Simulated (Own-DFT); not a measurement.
# How strain changes the stress of wurtzite GaN, 72 atoms (Ga36N36)

Calculated results; nothing here was measured. They come from Own-DFT, an in-house plane-wave density functional program, since retired, whose code no person has reviewed. Each row is one single-point run on a periodic cell that was not relaxed, without spin or spin-orbit coupling.

Settings of every run: PBE; PseudoDojo norm-conserving scalar-relativistic files; cutoff 42 hartree; 4 x 4 x 3 k mesh centred on Gamma; Fermi-Dirac smearing of 0.1 eV.

Known limits: forces not confirmed at this smearing and k mesh; stress not checked against mesh or cutoff.

Unstrained cell vectors in Å: (9.567, 0.000, 0.000); (-4.784, 8.285, 0.000); (0.000, 0.000, 10.370). The unstrained cell has measured lattice constants (interpolated for alloys), not those of this functional. That, the random moves and any unrelaxed bonds set the pressure at no strain. Each run strains this cell uniformly, with the atoms carried along. Every atom was also moved at random, by a Gaussian of width 0.05 Å on each axis. Strain is the symmetric tensor, in per cent. Stress is positive in tension, and the pressure is minus a third of its trace.

```
run,e_xx (%),e_yy (%),e_zz (%),e_yz (%),e_xz (%),e_xy (%),s_xx (GPa),s_yy (GPa),s_zz (GPa),s_yz (GPa),s_xz (GPa),s_xy (GPa),P (GPa),E (meV/atom)
1,1.08,-0.53,-0.45,1.74,-1.17,1.34,-4.23,-9.08,-9.48,3.69,-1.98,3.98,7.60,21.1
2,1.29,0.38,-1.72,0.39,1.11,-0.31,-4.05,-5.93,-14.93,0.86,3.51,-0.56,8.31,26.7
3,-1.21,-0.49,0.10,-0.94,-0.73,-0.70,-12.30,-12.65,-9.70,-2.61,-0.82,-2.33,11.55,41.2
4,-0.38,-1.51,-0.69,0.82,-0.29,-1.01,-11.07,-14.93,-12.41,2.90,-1.03,-3.93,12.80,24.3
5,1.44,0.68,-0.81,1.58,-1.10,1.12,-3.71,-4.66,-8.63,4.18,-3.07,4.93,5.67,23.8
6,1.23,0.74,-1.42,-0.61,1.64,-1.88,-2.19,-5.60,-13.03,-1.07,3.09,-5.71,6.94,24.5
7,1.45,-0.48,1.43,-1.35,-0.64,-0.67,-2.25,-5.84,-0.83,-1.99,-1.18,-1.13,2.97,0.0
8,-1.26,-1.24,1.16,-0.81,1.25,-1.64,-14.09,-12.70,-4.02,-1.17,2.89,-5.67,10.27,19.4
9,-0.41,0.18,1.41,0.53,0.93,-0.76,-9.12,-8.49,-0.30,1.32,1.78,-3.52,5.97,23.2
10,-0.90,1.98,-0.35,1.26,-1.11,-1.06,-8.98,-0.88,-8.04,2.53,-1.60,-4.74,5.97,1.8
11,1.32,-1.72,-0.33,0.59,-1.43,1.65,-3.11,-13.64,-12.01,0.56,-2.52,5.26,9.59,33.2
12,0.93,-1.79,-1.84,-1.85,-1.24,1.85,-8.55,-12.75,-21.15,-3.43,-3.72,6.04,14.15,61.4
13,1.98,0.25,1.02,1.81,1.16,1.86,1.47,-3.17,-2.82,3.47,2.07,4.87,1.51,6.5
14,1.90,-1.88,-1.32,-1.31,0.55,1.85,-4.00,-13.48,-15.13,-2.68,1.78,5.87,10.87,34.4
15,-0.85,1.39,0.57,0.51,1.93,-1.61,-8.99,-2.47,-4.80,1.12,3.57,-4.75,5.42,12.9
16,0.61,1.07,-1.07,-0.69,1.04,-1.79,?,?,?,?,?,?,?,?
```

E is the free energy for each atom above the lowest run shown.

## Worked fit

Each stress component was fitted by least squares to a constant and the strains of the runs shown, as fractions, with shears doubled. Shear strains stay in the fit of a normal stress only where such slopes are resolved. The slopes, in GPa:

| stress | at no strain | per e_xx | per e_yy | per e_zz | scatter |
|---|---|---|---|---|---|
| s_xx | -7.9 | 387 ± 25 | 113 ± 23 | 68 ± 26 | 1.01 |
| s_yy | -7.9 | 134 ± 28 | 376 ± 26 | 67 ± 29 | 1.15 |
| s_zz | -8.0 | 59 ± 30 | 136 ± 28 | 491 ± 31 | 1.21 |

Each shear stress against twice its own strain: yz 109 ± 9, xz 102 ± 12, xy 148 ± 14 GPa. These are stiffnesses along x, y and z of the frame in which the cell vectors are given, which need not be the crystal's axes. The atoms are held to the strained lattice; where symmetry lets them move under strain, relaxing them would lower some slopes. The table should be nearly symmetric about its diagonal, and what it lacks of that shows the noise. A ninth of its sum, 203 ± 6 GPa, estimates the bulk modulus near the mean pressure of these runs, 8.0 GPa, so it lies above the value at zero pressure.

## Withheld run

Question: what normal stresses and pressure should run 16 give?

The fit gives s_xx = -5.0, s_yy = -3.8, s_zz = -11.5 and P = 6.8 GPa. The calculation gave -7.55, -3.07, -10.43 and P = 7.01 GPa.
